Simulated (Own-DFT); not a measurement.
# Which defects push the lattice out? zincblende GaAs

Source: density functional calculations with Own-DFT, an unreviewed in-house program that is no longer used. Nothing was measured or relaxed, and spin and spin-orbit coupling are left out.

Method: PBE; PseudoDojo norm-conserving scalar-relativistic files; cutoff 42 hartree; 3 x 3 x 3 k mesh centred on Gamma; Fermi-Dirac smearing of 0.1 eV.

Keep in mind (not all hold for every row): not probed for a lower state with spin; forces on such cells failed a check on a denser k mesh; forces not confirmed at this smearing and k mesh; forces on such cells passed a denser k mesh, each cell not checked; stress not checked against mesh or cutoff.

All runs share one cell, with vectors in Å (11.307, 0.000, 0.000); (0.000, 11.307, 0.000); (0.000, 0.000, 11.307) and a volume of 1445.4 Å³. Atoms were moved at random from their sites; u is the rms move along one axis. The defect's site can differ from row to row.

```
cell,formula,u (Å),P (GPa)
no defect,As32Ga32,0.0191,3.49
no defect,As32Ga32,0.0193,3.52
no defect,As32Ga32,0.0499,3.94
one As on a Ga site and one Ga on an As site,As32Ga32,0.0287,3.94
one As on a Ga site and one Ga on an As site,As32Ga32,0.0299,3.90
one As on a Ga site and one Ga on an As site,As32Ga32,0.0535,4.41
two Ga vacancies,As32Ga30,0.0303,2.90
two Ga vacancies,As32Ga30,0.0305,2.86
two Ga vacancies,As32Ga30,0.0311,2.96
one In on a Ga site,As32Ga31In,0.0299,4.28
one In on a Ga site,As32Ga31In,0.0307,4.30
one In on a Ga site,As32Ga31In,0.0507,?
one In on a Ga site,As32Ga31In,0.0513,4.59
two As vacancies,As30Ga32,0.0314,3.18
two As vacancies,As30Ga32,0.0517,3.60
two As vacancies,As30Ga32,0.0530,3.63
```

## Working it out

P = P0 + c u² + a shift for each defect gives P0 = 3.41 GPa, c = 220 ± 13 GPa/Å² and a scatter of 0.04 GPa. The shifts, and each times the cell's volume:

- one In on a Ga site: 0.65 ± 0.03 GPa, 5.8 eV
- one As on a Ga site and one Ga on an As site: 0.33 ± 0.03 GPa, 3.0 eV
- two As vacancies: -0.42 ± 0.04 GPa, -3.8 eV (-1.9 eV for each of its 2 sites)
- two Ga vacancies: -0.71 ± 0.03 GPa, -6.4 eV (-3.2 eV for each of its 2 sites)

Positive is outwards. The product with the volume (160.2 GPa Å³ to the eV) is nearly free of the cell's size; divided by the bulk modulus at the cell's pressure it gives the volume that the defect adds. The atoms around the defects weren't relaxed, which would change these numbers.

## Check

Q: what pressure belongs in the blank (one In on a Ga site, u = 0.0507 Å)?

From the fit: 4.63 ± 0.05 GPa. The run itself gave 4.61 GPa.
